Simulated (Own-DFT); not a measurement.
# How strain changes the stress of 2H SiC, 72 atoms (C36Si36)

These are calculations, not measurements. The program, named Own-DFT, is a retired in-house plane-wave density functional code that no person has reviewed. Each row is one single-point run on a periodic cell that was not relaxed, without spin or spin-orbit coupling.

Settings of every run: PBE; PseudoDojo norm-conserving scalar-relativistic files; cutoff 42 hartree; 4 x 4 x 3 k mesh centred on Gamma; Fermi-Dirac smearing of 0.1 eV.

Known limits: forces on such cells passed a denser k mesh, each cell not checked; stress not checked against mesh or cutoff.

Unstrained cell vectors in Å: (9.248, 0.000, 0.000); (-4.624, 8.009, 0.000); (0.000, 0.000, 10.068). The unstrained cell has measured lattice constants (interpolated for alloys), not those of this functional. That, the random moves and any unrelaxed bonds set the pressure at no strain. Each run strains this cell uniformly, with the atoms carried along. Every atom was also moved at random, by a Gaussian of width 0.05 Å on each axis. Strain is the symmetric tensor, in per cent. Stress is positive in tension, and the pressure is minus a third of its trace.

```
run,e_xx (%),e_yy (%),e_zz (%),e_yz (%),e_xz (%),e_xy (%),s_xx (GPa),s_yy (GPa),s_zz (GPa),s_yz (GPa),s_xz (GPa),s_xy (GPa),P (GPa),E (meV/atom)
1,1.77,-1.94,1.45,1.83,-1.13,1.19,1.95,-11.87,2.06,5.67,-4.41,5.85,2.62,18.7
2,0.37,1.03,0.81,0.28,1.21,-1.68,0.23,1.87,-3.42,1.12,4.37,-7.24,0.44,0.0
3,-0.44,0.53,0.08,-0.15,-1.22,0.84,-5.45,-2.23,-8.01,-0.20,-3.90,3.57,5.23,16.8
4,0.09,-1.17,1.24,-0.79,0.93,-0.14,-3.28,-10.79,-1.54,-2.92,2.56,0.82,5.20,10.8
5,-0.07,-0.56,-0.57,0.50,-1.02,-0.33,-6.86,-8.46,-10.60,1.29,-4.55,-1.25,8.64,26.1
6,-1.56,0.90,0.27,-1.97,0.47,-1.41,-12.48,-1.20,-4.86,-6.83,1.28,-5.58,6.18,7.5
7,1.70,0.65,0.42,-0.62,-1.98,1.99,5.86,0.13,-4.37,-2.47,-6.52,7.90,-0.54,11.3
8,1.33,-0.71,-0.83,-0.16,-1.16,-1.83,1.79,-8.20,-12.98,-0.82,-3.52,-8.64,6.46,29.6
9,1.06,-0.40,1.29,1.10,-0.68,-1.42,1.60,-7.44,1.39,3.82,-1.26,-6.49,1.48,18.7
10,1.00,0.91,-0.80,-1.54,-1.05,0.73,2.46,1.62,-12.76,-4.33,-3.24,3.02,2.89,7.4
11,-1.64,-1.41,1.38,1.72,-0.42,0.58,-14.08,-14.64,0.46,5.85,-1.66,3.55,9.42,11.3
12,-0.92,0.94,1.45,-1.31,-1.92,-1.48,-8.14,-0.06,0.93,-4.18,-6.37,-6.71,2.42,13.5
13,-1.94,0.38,-0.28,0.86,-0.95,-0.95,-16.87,-4.08,-9.40,3.40,-3.20,-4.48,10.12,35.6
14,0.95,-1.36,-0.42,0.12,-0.41,-1.84,1.04,-13.22,-10.93,0.88,-1.86,-7.91,7.70,23.0
15,-1.04,0.98,1.14,1.07,-0.52,-1.23,-9.34,-0.85,0.67,3.66,-2.98,-4.41,3.17,13.0
16,0.86,-0.22,0.49,-1.08,-1.03,-1.51,1.22,-4.87,-5.83,-2.99,-2.78,-6.54,3.16,28.4
17,1.85,-1.73,-0.97,1.89,-1.62,0.94,?,?,?,?,?,?,?,?
```

E is the free energy for each atom above the lowest run shown.

## Worked fit

Each stress component was fitted by least squares to a constant and the strains of the runs shown, as fractions, with shears doubled. Shear strains stay in the fit of a normal stress only where such slopes are resolved. The slopes, in GPa:

```
stress  at no strain  per e_xx  per e_yy  per e_zz  scatter
  s_xx          -4.4  578 ± 27  115 ± 33   41 ± 38     1.20
  s_yy          -5.0  100 ± 21  566 ± 26   32 ± 30     0.94
  s_zz          -7.7    3 ± 22   19 ± 26  629 ± 30     0.96
```

Each shear stress against twice its own strain: yz 168 ± 6, xz 162 ± 11, xy 224 ± 5 GPa. These are stiffnesses along x, y and z of the frame in which the cell vectors are given, which need not be the crystal's axes. The atoms are held to the strained lattice; where symmetry lets them move under strain, relaxing them would lower some slopes. The table should be nearly symmetric about its diagonal, and what it lacks of that shows the noise. A ninth of its sum, 231 ± 4 GPa, estimates the bulk modulus near the mean pressure of these runs, 4.7 GPa, so it lies above the value at zero pressure.

## Withheld run

Question: what normal stresses and pressure should run 17 give?

The fit gives s_xx = 3.9, s_yy = -13.3, s_zz = -14.1 and P = 7.8 GPa. The calculation gave 5.66, -16.07, -14.36 and P = 8.26 GPa.
